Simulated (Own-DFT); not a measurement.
# Computed records: Hf₃₆O₇₁ (tetragonal hafnia with one neutral oxygen vacancy, atoms displaced)

All values are calculated (Own-DFT development build). A calculation, not a measurement: plane-wave PBE and HSE06 DFT by an unreviewed code, no spin, of a simulated cell at Gamma alone, so results move with cell size and shape, stress positive in tension, energies less offsets, not probed for a lower state with spin; hafnium file: forces about 75 meV/angstrom off all-electron values; oxygen file: force components 24 meV/angstrom off all-electron in a glass; k mesh not checked against a denser one; forces and stress are PBE's, HSE06 gives the energy alone, and its difference from PBE has offsets of its own; offsets are fitted by least squares, one for each functional and potential file, so energies compare only between cells with the same atoms and settings and are not formation energies; the far tail of each file's local potential was reset to the Coulomb form; each entry is a single point on an unrelaxed cell, so the pressure reflects the starting lattice, taken from the Materials Project, from which strain is counted, and rises with the displacements; printed positions are rounded, which can move forces by about a meV/angstrom; the program is a retired in-house code; no spin-orbit coupling.

Settings shared by all entries: first functional PBE; second functional HSE06; exact exchange share 0.25; screening 0.11 1/bohr; exchange divergence Gygi-Baldereschi; potential files PseudoDojo norm-conserving, scalar-relativistic, made for PBE, standard set; wave cutoff 48 hartree; occupations fixed; k mesh 1 x 1 x 1 centred on Gamma.

(1) Hf₃₆O₇₁ (tetragonal hafnia with one neutral oxygen vacancy, atoms displaced)

```cif
# cell vector a (Å): 10.7800 0.0000 0.0000
# cell vector b (Å): 0.0000 10.7800 0.0000
# cell vector c (Å): 0.0000 0.0000 10.4493
data_Hf36O71
_symmetry_space_group_name_H-M 'P 1'
_symmetry_Int_Tables_number 1
_cell_length_a 10.7800
_cell_length_b 10.7800
_cell_length_c 10.4493
_cell_angle_alpha 90.000
_cell_angle_beta 90.000
_cell_angle_gamma 90.000
_cell_volume 1214.30
loop_
_atom_site_label
_atom_site_type_symbol
_atom_site_fract_x
_atom_site_fract_y
_atom_site_fract_z
_atom_site_occupancy
Hf1 Hf 0.00502 0.00231 0.99942 1
Hf2 Hf 0.15710 0.17324 0.26867 1
O1 O 0.98321 0.14960 0.16032 1
O2 O 0.17002 0.99481 0.34961 1
O3 O 0.98470 0.16404 0.41911 1
O4 O 0.16688 0.99304 0.10623 1
Hf3 Hf 0.98990 0.01158 0.50814 1
Hf4 Hf 0.16453 0.16058 0.74908 1
O5 O 0.00071 0.16766 0.65398 1
O6 O 0.17438 0.98983 0.84189 1
O7 O 0.00612 0.17019 0.88287 1
O8 O 0.15160 0.99720 0.60100 1
Hf5 Hf 0.00648 0.34217 0.98968 1
Hf6 Hf 0.16613 0.49548 0.25609 1
O9 O 0.99866 0.49721 0.15546 1
O10 O 0.16583 0.33108 0.36453 1
O11 O 0.01217 0.50641 0.40554 1
O12 O 0.15230 0.33533 0.10151 1
Hf7 Hf 0.00405 0.32891 0.49889 1
Hf8 Hf 0.16434 0.50261 0.75521 1
O13 O 0.01125 0.49068 0.66691 1
O14 O 0.15289 0.33198 0.84258 1
O15 O 0.99722 0.49575 0.89766 1
O16 O 0.17255 0.32305 0.59123 1
Hf9 Hf 0.99961 0.66839 0.99874 1
Hf10 Hf 0.16609 0.82847 0.26477 1
O17 O 0.00893 0.84675 0.14294 1
O18 O 0.17686 0.66665 0.34535 1
O19 O 0.98433 0.82553 0.41054 1
O20 O 0.16602 0.67073 0.09762 1
Hf11 Hf 0.99782 0.66610 0.49300 1
Hf12 Hf 0.15804 0.83288 0.74876 1
O21 O 0.00614 0.83495 0.65033 1
O22 O 0.17152 0.67371 0.84242 1
O23 O 0.01342 0.84052 0.89728 1
O24 O 0.18204 0.67973 0.60112 1
Hf13 Hf 0.32622 0.99224 0.99753 1
Hf14 Hf 0.50871 0.15852 0.24929 1
O25 O 0.32817 0.15911 0.15372 1
O26 O 0.50389 0.00200 0.35000 1
O27 O 0.33568 0.17085 0.41573 1
O28 O 0.48454 0.98408 0.08507 1
Hf15 Hf 0.33025 0.99407 0.49421 1
Hf16 Hf 0.50818 0.16916 0.74402 1
O29 O 0.32642 0.15748 0.64834 1
O30 O 0.50724 0.99945 0.83756 1
O31 O 0.34037 0.18130 0.90889 1
O32 O 0.49531 0.99414 0.58872 1
Hf17 Hf 0.32463 0.33429 0.99932 1
Hf18 Hf 0.50514 0.48881 0.24516 1
O33 O 0.34024 0.49714 0.15367 1
O34 O 0.32694 0.52000 0.41042 1
O35 O 0.50646 0.32676 0.10101 1
Hf19 Hf 0.33537 0.33333 0.49137 1
Hf20 Hf 0.50019 0.49685 0.76066 1
O36 O 0.34696 0.50819 0.65077 1
O37 O 0.50277 0.32766 0.85140 1
O38 O 0.33959 0.50095 0.90390 1
O39 O 0.50056 0.32362 0.59293 1
Hf21 Hf 0.33032 0.65788 0.00083 1
Hf22 Hf 0.49681 0.84192 0.25526 1
O40 O 0.32814 0.82871 0.13611 1
O41 O 0.48530 0.67455 0.34558 1
O42 O 0.33002 0.82105 0.39797 1
O43 O 0.49809 0.66342 0.09839 1
Hf23 Hf 0.33122 0.67157 0.49904 1
Hf24 Hf 0.50761 0.82982 0.74557 1
O44 O 0.32967 0.82401 0.64843 1
O45 O 0.50235 0.66237 0.84493 1
O46 O 0.33025 0.83438 0.90187 1
O47 O 0.50507 0.66903 0.59788 1
Hf25 Hf 0.67551 0.99010 0.00468 1
Hf26 Hf 0.82550 0.15552 0.23932 1
O48 O 0.66342 0.16578 0.14797 1
O49 O 0.82618 0.99398 0.34932 1
O50 O 0.65104 0.16952 0.39129 1
O51 O 0.83708 0.99441 0.09480 1
Hf27 Hf 0.65031 0.00029 0.49608 1
Hf28 Hf 0.82848 0.16771 0.75014 1
O52 O 0.66601 0.16817 0.65045 1
O53 O 0.83498 0.01617 0.85758 1
O54 O 0.67135 0.17196 0.90385 1
O55 O 0.84237 0.00010 0.59957 1
Hf29 Hf 0.66500 0.32562 0.00006 1
Hf30 Hf 0.82614 0.49983 0.25305 1
O56 O 0.67304 0.50594 0.17123 1
O57 O 0.83507 0.34600 0.33596 1
O58 O 0.66078 0.50378 0.38307 1
O59 O 0.83361 0.33915 0.09332 1
Hf31 Hf 0.67360 0.33050 0.49937 1
Hf32 Hf 0.83415 0.49938 0.74979 1
O60 O 0.67583 0.50192 0.63975 1
O61 O 0.83685 0.34155 0.85825 1
O62 O 0.65297 0.49945 0.89594 1
O63 O 0.82327 0.32596 0.56949 1
Hf33 Hf 0.66045 0.67247 0.00225 1
Hf34 Hf 0.83380 0.84249 0.26391 1
O64 O 0.66439 0.82733 0.14407 1
O65 O 0.82757 0.67478 0.36615 1
O66 O 0.66421 0.82921 0.40538 1
O67 O 0.84148 0.66985 0.09016 1
Hf35 Hf 0.67147 0.66237 0.50525 1
Hf36 Hf 0.83742 0.83365 0.74154 1
O68 O 0.66459 0.83071 0.65047 1
O69 O 0.82786 0.66633 0.85328 1
O70 O 0.66368 0.82109 0.90040 1
O71 O 0.81988 0.66160 0.59717 1
```

The calculation gives: PBE energy of cell above offsets -86.579 eV; HSE06 less PBE above offsets 0.539 eV; PBE pressure 5.9 GPa; PBE stress xx -5.64 GPa; PBE stress yy -6.31 GPa; PBE stress zz -5.76 GPa; PBE stress yz 0.07 GPa; PBE stress xz -0.67 GPa; PBE stress xy -0.26 GPa.

Force:
```
element  x (eV/Å)  y (eV/Å)  z (eV/Å)
     Hf     1.482    -0.308     0.419
     Hf     1.901    -2.794    -3.403
      O     3.232     0.703    -0.111
      O    -0.242     1.923     1.023
      O      0.54     1.819    -3.403
      O      -0.4     1.479    -1.392
     Hf     3.207    -3.402     0.032
     Hf     0.881    -0.129    -0.273
      O    -1.439     0.675    -0.901
      O    -0.014     3.391     1.256
      O    -0.258    -0.668     2.621
      O     1.743     0.493     -0.79
     Hf    -2.666    -1.552     0.503
     Hf     0.238     1.487    -1.003
      O     0.708     0.507     0.134
      O    -0.616     0.334     -1.53
      O    -0.152    -1.424     0.078
      O     2.262    -0.674     1.085
     Hf     0.653     1.742      1.28
     Hf     3.533     0.711    -0.621
      O    -3.203     0.084    -2.622
      O     1.521      0.95     0.723
      O     0.794      2.89     0.253
      O    -0.945     0.483     0.728
     Hf     0.483     0.623      0.53
     Hf     0.748     0.775    -4.436
      O    -1.706    -1.075     2.027
      O    -1.979    -0.775     0.512
      O       1.1     2.433    -1.531
      O    -0.612    -1.346    -0.088
     Hf      0.49     0.187      2.19
     Hf     3.474    -0.522    -0.573
      O    -3.664    -1.201     -0.46
      O    -0.628    -2.708     1.212
      O    -1.851    -0.894      0.09
      O    -4.924    -1.594    -0.235
     Hf    -1.277      0.21     0.001
     Hf    -3.329     3.112    -1.186
      O    -0.459     1.095     1.871
      O    -0.543    -0.646     0.639
      O    -0.164    -2.221    -2.238
      O     4.109     0.864     1.626
     Hf    -1.949    -0.042      2.11
     Hf    -3.389    -0.124     1.303
      O     1.557    -0.436     1.078
      O     0.456     0.551    -0.259
      O    -0.955    -2.279    -0.974
      O     0.208     0.192     0.428
     Hf     1.198      -0.4     1.512
     Hf    -0.424     1.691      1.53
      O    -2.098    -0.562    -0.063
      O    -0.151    -6.021    -2.154
      O    -1.125     0.671     0.472
     Hf      0.91     2.535     2.333
     Hf     0.439     0.459    -1.802
      O    -2.014    -1.185     1.072
      O     0.087     0.225    -0.547
      O    -0.701    -1.775    -0.655
      O     0.342    -0.041    -0.308
     Hf     0.587     3.612      0.79
     Hf    -1.084    -4.218    -2.311
      O     0.137     0.146      2.95
      O     1.285    -0.539    -1.142
      O    -0.052     5.051     -1.26
      O      0.17    -0.338    -0.579
     Hf      3.06     -0.24     2.585
     Hf    -3.306    -0.968     0.662
      O     1.574     2.343     0.424
      O    -0.307     1.192     0.533
      O     0.831    -1.415    -0.509
      O     0.246     0.375    -0.021
     Hf    -2.539    -0.271    -1.793
     Hf    -0.184     2.319     1.287
      O     0.734    -1.297    -0.853
      O    -0.269     3.297     0.971
      O     0.948     -0.41     0.823
      O    -1.205     0.095     1.145
     Hf     1.633    -0.924    -0.013
     Hf      1.46     0.662     1.354
      O     1.219    -0.782    -1.096
      O    -0.689    -2.662     -0.92
      O      0.07    -1.781    -0.788
      O    -4.239     -0.18      1.78
     Hf      0.66     2.253     -0.48
     Hf     2.427     2.402    -0.645
      O    -2.217     0.048    -4.539
      O       0.3     -4.07     1.438
      O    -0.425    -1.033      3.29
      O    -0.185    -0.869     0.068
     Hf    -6.229     2.202    -3.289
     Hf    -0.902     1.201     1.117
      O    -0.838    -1.507     0.943
      O    -0.659    -1.126    -2.715
      O     1.294    -0.422     1.335
      O     6.203    -0.197     4.172
     Hf     0.345    -2.351     0.547
     Hf     0.528    -4.372    -2.804
      O      0.56     1.328     1.332
      O      0.73     -1.28    -1.841
      O    -0.285     1.955    -0.513
      O    -1.139     0.083     1.027
     Hf    -4.128    -0.757    -2.336
     Hf    -0.228     -0.43     1.046
      O     2.371     1.267    -0.264
      O     1.149     0.058    -1.857
      O      0.58     3.308     -0.82
      O      5.59     0.744     2.652
```

(2) Hf₃₆O₇₁ (tetragonal hafnia with one neutral oxygen vacancy, atoms displaced)

```cif
# cell vector a (Å): 10.7800 0.0000 0.0000
# cell vector b (Å): 0.0000 10.7800 0.0000
# cell vector c (Å): 0.0000 0.0000 10.4493
data_Hf36O71
_symmetry_space_group_name_H-M 'P 1'
_symmetry_Int_Tables_number 1
_cell_length_a 10.7800
_cell_length_b 10.7800
_cell_length_c 10.4493
_cell_angle_alpha 90.000
_cell_angle_beta 90.000
_cell_angle_gamma 90.000
_cell_volume 1214.30
loop_
_atom_site_label
_atom_site_type_symbol
_atom_site_fract_x
_atom_site_fract_y
_atom_site_fract_z
_atom_site_occupancy
Hf1 Hf 0.99805 0.00042 0.00110 1
Hf2 Hf 0.16750 0.16360 0.25384 1
O1 O 0.99903 0.16354 0.15438 1
O2 O 0.16441 0.99655 0.34786 1
O3 O 0.16280 0.99895 0.09585 1
Hf3 Hf 0.99905 0.99710 0.50304 1
Hf4 Hf 0.16820 0.16987 0.74410 1
O4 O 0.00223 0.16920 0.65466 1
O5 O 0.16878 0.00167 0.84621 1
O6 O 0.00347 0.16475 0.90643 1
O7 O 0.16437 0.00045 0.59779 1
Hf5 Hf 0.99955 0.33360 0.99595 1
Hf6 Hf 0.16624 0.49782 0.24837 1
O8 O 0.99940 0.49987 0.15564 1
O9 O 0.16880 0.33436 0.34835 1
O10 O 0.99982 0.49613 0.40319 1
O11 O 0.17029 0.32797 0.09947 1
Hf7 Hf 0.99909 0.32941 0.50247 1
Hf8 Hf 0.16976 0.50143 0.75272 1
O12 O 0.00035 0.50725 0.65162 1
O13 O 0.16732 0.33801 0.84759 1
O14 O 0.00235 0.50033 0.90584 1
O15 O 0.16522 0.33568 0.59759 1
Hf9 Hf 0.99780 0.66709 0.00238 1
Hf10 Hf 0.16622 0.83219 0.24582 1
O16 O 0.00133 0.83288 0.15072 1
O17 O 0.16417 0.66609 0.34537 1
O18 O 0.99912 0.83070 0.40003 1
O19 O 0.16401 0.66433 0.09780 1
Hf11 Hf 0.00562 0.66735 0.50156 1
Hf12 Hf 0.16599 0.83045 0.74941 1
O20 O 0.00404 0.83079 0.65025 1
O21 O 0.16410 0.66903 0.84839 1
O22 O 0.99902 0.83307 0.89734 1
O23 O 0.16802 0.67095 0.59876 1
Hf13 Hf 0.33796 0.99950 0.99530 1
Hf14 Hf 0.49724 0.16751 0.24407 1
O24 O 0.33378 0.16845 0.15641 1
O25 O 0.49406 0.99673 0.34467 1
O26 O 0.33404 0.16682 0.40429 1
O27 O 0.50506 0.99760 0.09473 1
Hf15 Hf 0.33335 0.00227 0.50256 1
Hf16 Hf 0.49829 0.16197 0.75882 1
O28 O 0.33037 0.16662 0.64823 1
O29 O 0.50433 0.99915 0.84376 1
O30 O 0.33070 0.16604 0.90376 1
O31 O 0.49968 0.99928 0.59806 1
Hf17 Hf 0.33661 0.33180 0.99913 1
Hf18 Hf 0.50261 0.49829 0.24881 1
O32 O 0.33037 0.50108 0.15115 1
O33 O 0.50465 0.32635 0.34378 1
O34 O 0.33404 0.50304 0.39843 1
O35 O 0.49793 0.33664 0.09747 1
Hf19 Hf 0.33775 0.33440 0.50090 1
Hf20 Hf 0.49697 0.50040 0.74715 1
O36 O 0.33774 0.50738 0.64746 1
O37 O 0.49889 0.33860 0.85006 1
O38 O 0.33364 0.50699 0.90238 1
O39 O 0.49686 0.32957 0.59462 1
Hf21 Hf 0.33378 0.66059 0.00227 1
Hf22 Hf 0.49903 0.83044 0.24977 1
O40 O 0.33343 0.83127 0.15045 1
O41 O 0.49895 0.66468 0.34583 1
O42 O 0.33685 0.83624 0.40453 1
O43 O 0.50336 0.66543 0.10089 1
Hf23 Hf 0.33131 0.66563 0.50083 1
Hf24 Hf 0.50201 0.83794 0.74677 1
O44 O 0.33761 0.83481 0.64624 1
O45 O 0.50012 0.67058 0.85022 1
O46 O 0.33137 0.83189 0.90338 1
O47 O 0.49683 0.66350 0.59399 1
Hf25 Hf 0.66535 0.00222 0.99893 1
Hf26 Hf 0.82952 0.16684 0.25434 1
O48 O 0.66631 0.16590 0.15402 1
O49 O 0.83465 0.00312 0.34528 1
O50 O 0.66856 0.16732 0.39893 1
O51 O 0.83305 0.00157 0.09719 1
Hf27 Hf 0.66934 0.00185 0.50221 1
Hf28 Hf 0.82856 0.16810 0.74727 1
O52 O 0.66525 0.16892 0.65253 1
O53 O 0.83462 0.00184 0.84860 1
O54 O 0.66839 0.16179 0.90067 1
O55 O 0.83414 0.00005 0.60110 1
Hf29 Hf 0.66740 0.33340 0.99891 1
Hf30 Hf 0.82943 0.50118 0.24962 1
O56 O 0.66409 0.49910 0.15321 1
O57 O 0.83196 0.33172 0.35079 1
O58 O 0.66776 0.50212 0.39886 1
O59 O 0.83059 0.33337 0.09341 1
Hf31 Hf 0.66744 0.33683 0.50254 1
Hf32 Hf 0.83271 0.49929 0.75343 1
O60 O 0.66135 0.50301 0.65100 1
O61 O 0.82811 0.33397 0.84681 1
O62 O 0.66788 0.49957 0.90720 1
O63 O 0.83230 0.33409 0.60372 1
Hf33 Hf 0.66723 0.66905 0.00169 1
Hf34 Hf 0.83269 0.83840 0.25152 1
O64 O 0.66647 0.82891 0.15171 1
O65 O 0.82997 0.67137 0.34883 1
O66 O 0.67153 0.82904 0.40026 1
O67 O 0.84122 0.66133 0.09873 1
Hf35 Hf 0.66749 0.66750 0.50289 1
Hf36 Hf 0.83398 0.83664 0.74794 1
O68 O 0.67019 0.82808 0.64930 1
O69 O 0.83491 0.66922 0.84452 1
O70 O 0.66482 0.83164 0.90488 1
O71 O 0.83407 0.66816 0.59305 1
```

The calculation gives: PBE energy of cell above offsets -100.783 eV; HSE06 less PBE above offsets -0.133 eV; PBE pressure 0.86 GPa; PBE stress xx -0.86 GPa; PBE stress yy -0.21 GPa; PBE stress zz -1.51 GPa; PBE stress yz 0.3 GPa; PBE stress xz -0.44 GPa; PBE stress xy 0 GPa.

Force:
```
element  x (eV/Å)  y (eV/Å)  z (eV/Å)
     Hf     0.427    -0.331    -0.172
     Hf    -0.609     0.472     -0.37
      O    -0.113      0.31     1.065
      O    -0.295     0.509     0.145
      O      1.47     0.074    -0.014
     Hf     0.875     0.107    -0.951
     Hf     -0.55    -0.661     1.031
      O     -0.93     0.027    -0.402
      O      0.24    -0.045    -0.491
      O    -0.255     0.911     -0.49
      O     0.082     0.119    -0.129
     Hf     0.626    -0.444     1.356
     Hf    -0.413     0.139     0.365
      O    -0.098    -0.546    -0.243
      O    -0.406    -0.841     0.087
      O    -0.129     0.306     0.426
      O     -0.53     0.293     -0.73
     Hf     0.207     0.327    -0.786
     Hf    -0.735     0.565    -0.577
      O     0.078    -0.314     0.958
      O     0.224    -0.578     -0.08
      O    -0.378    -0.234    -0.599
      O     0.651      0.09     0.144
     Hf     0.923     0.483    -0.535
     Hf     0.108    -0.089     0.243
      O    -0.596     0.085    -0.054
      O     0.141      0.07     0.328
      O    -0.142     0.831     0.385
      O     0.411     0.101    -0.174
     Hf    -1.014     -0.77    -0.741
     Hf     0.607     0.789     0.441
      O    -0.957     0.272    -0.084
      O     0.278    -0.653     -0.16
      O    -0.027     0.255     0.381
      O     0.332     -0.16     0.243
     Hf    -1.881     -1.28      0.99
     Hf     0.602    -0.965     1.299
      O    -0.023    -0.361     -0.97
      O     0.611     0.798         0
      O    -0.108     0.219    -0.124
      O     -1.04     0.274    -0.208
     Hf    -0.203    -0.753    -0.818
     Hf    -0.089     1.601    -1.726
      O     1.048    -0.015     0.817
      O     -0.44     0.089     0.938
      O     0.911     0.196    -0.543
      O     0.888     0.311     0.283
     Hf    -1.123      0.85     0.597
     Hf    -0.921     0.431     0.488
      O     0.805    -0.004    -0.303
      O    -0.252     1.309     0.485
      O     0.144    -0.992     0.448
      O     0.446    -0.355    -0.174
     Hf     -1.45     0.041    -1.209
     Hf     0.444     1.391     0.528
      O     -1.14    -0.775     0.514
      O    -0.117     -1.28    -0.355
      O    -0.088    -1.871    -0.754
      O     0.933     0.336     0.656
     Hf     0.058     1.726      0.66
     Hf    -0.186    -0.227     0.376
      O      0.12      0.22     0.128
      O     0.102     0.166    -0.003
      O     -0.37     -0.61    -0.201
      O    -0.548    -0.236    -0.427
     Hf     0.579     0.743    -0.957
     Hf    -0.453     -1.97    -0.278
      O    -0.475      0.13     1.097
      O      0.18    -0.531    -0.679
      O     0.347     0.408     -0.19
      O     0.666      0.39     0.439
     Hf     1.409    -1.155     0.674
     Hf      0.59     0.491    -0.738
      O    -0.348     0.149    -0.752
      O      0.25    -0.284     1.051
      O      0.04    -0.476     1.113
      O    -0.612    -0.305     0.083
     Hf    -0.701    -0.274    -1.176
     Hf     0.935    -0.203     0.547
      O    -0.502     -0.28      0.04
      O    -0.258    -0.027    -0.481
      O    -0.574     1.237     -0.31
      O    -0.266     0.078    -0.159
     Hf     0.021     0.224      0.32
     Hf      0.91     0.639      0.63
      O     0.642     -0.16    -0.329
      O     0.287     0.187      0.01
      O    -0.121    -0.692     0.519
      O     0.404     0.073     0.247
     Hf    -0.016    -0.283    -0.921
     Hf      0.22     0.997    -0.754
      O     0.829    -0.493     0.268
      O     0.277    -0.436     0.237
      O     0.175     0.253    -0.428
      O     0.019     0.041     -0.36
     Hf     0.054    -0.099     0.141
     Hf     0.154    -1.156    -0.145
      O     0.484     0.064     0.047
      O       0.2    -0.951    -0.745
      O    -0.371     1.709       0.5
      O    -1.936     0.071     0.066
     Hf     0.149    -0.026    -0.764
     Hf     0.874    -0.702     0.516
      O    -0.767     0.578     0.317
      O    -0.274    -0.379     0.125
      O     0.231     0.851    -0.505
      O     0.116    -0.133     0.471
```
